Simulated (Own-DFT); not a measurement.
# Two functionals across a range of volumes: C11b WSi2, 30 atoms (Si20W10)

No measurement is shown. These are fixed-geometry runs of a retired plane-wave code named Own-DFT, which no person has reviewed; spin and spin-orbit coupling are neglected.

Known weak points: forces on such cells failed a check on a denser k mesh; stress not checked against mesh or cutoff.

Each geometry was run with PBE and with PBEsol, otherwise alike: PseudoDojo norm-conserving scalar-relativistic files made for PBE; cutoff 50 hartree; 5 x 5 x 5 k mesh centred on Gamma; cold (Marzari-Vanderbilt) smearing of 0.2 eV. Unstrained cell vectors in Å: (-2.148, -5.953, 3.409); (-6.444, 2.976, 1.136); (-2.553, -2.948, -6.757). Each has a uniform strain, of which the change of volume is shown, and random moves of rms u per axis.

| run | volume change (%) | u (Å) | P with PBE (GPa) | P with PBEsol (GPa) |
|---|---|---|---|---|
| 1 | -2.03 | 0.0487 | 11.43 | 7.23 |
| 2 | -2.11 | 0.0533 | 11.94 | 7.73 |
| 3 | -1.00 | 0.0505 | 9.28 | 5.13 |
| 4 | -1.01 | 0.0468 | 10.88 | 6.73 |
| 5 | 3.17 | 0.0449 | -0.89 | -4.82 |
| 6 | -2.84 | 0.0532 | 14.57 | 10.32 |
| 7 | 1.26 | 0.0499 | 3.13 | -0.89 |
| 8 | 0.92 | 0.0536 | 4.35 | 0.30 |
| 9 | -1.87 | 0.0519 | 11.04 | 6.84 |
| 10 | 0.01 | 0.0517 | 6.80 | 2.70 |
| 11 | 0.75 | 0.0455 | 3.83 | ? |

Question: by how much does PBEsol shrink this cell, and what belongs in the blank?

## Solution

Write v for the change of volume as a fraction. Fitted to v and u², the PBE pressure has a slope of -262 ± 13 GPa in v, with the ions held to the strained lattice. The difference PBEsol less PBE is -4.10 + 5.4 v GPa (slope ± 0.1) and averages -4.12 GPa. Divided by the mean slope of the two, 259 GPa, that makes PBEsol's volume at a given pressure, near 6 GPa, about 1.6 % smaller, or 0.53 % in lengths. At one volume PBEsol's slope is the smaller by 5 GPa, but its pressure there is lower too. If stiffness rises by about 4 GPa for each GPa, PBEsol at equal pressure is stiffer by about 11 GPa. Files made for PBEsol would give a different shift.

For run 11 the line gives -0.22 GPa. The run itself gave -0.23 GPa.
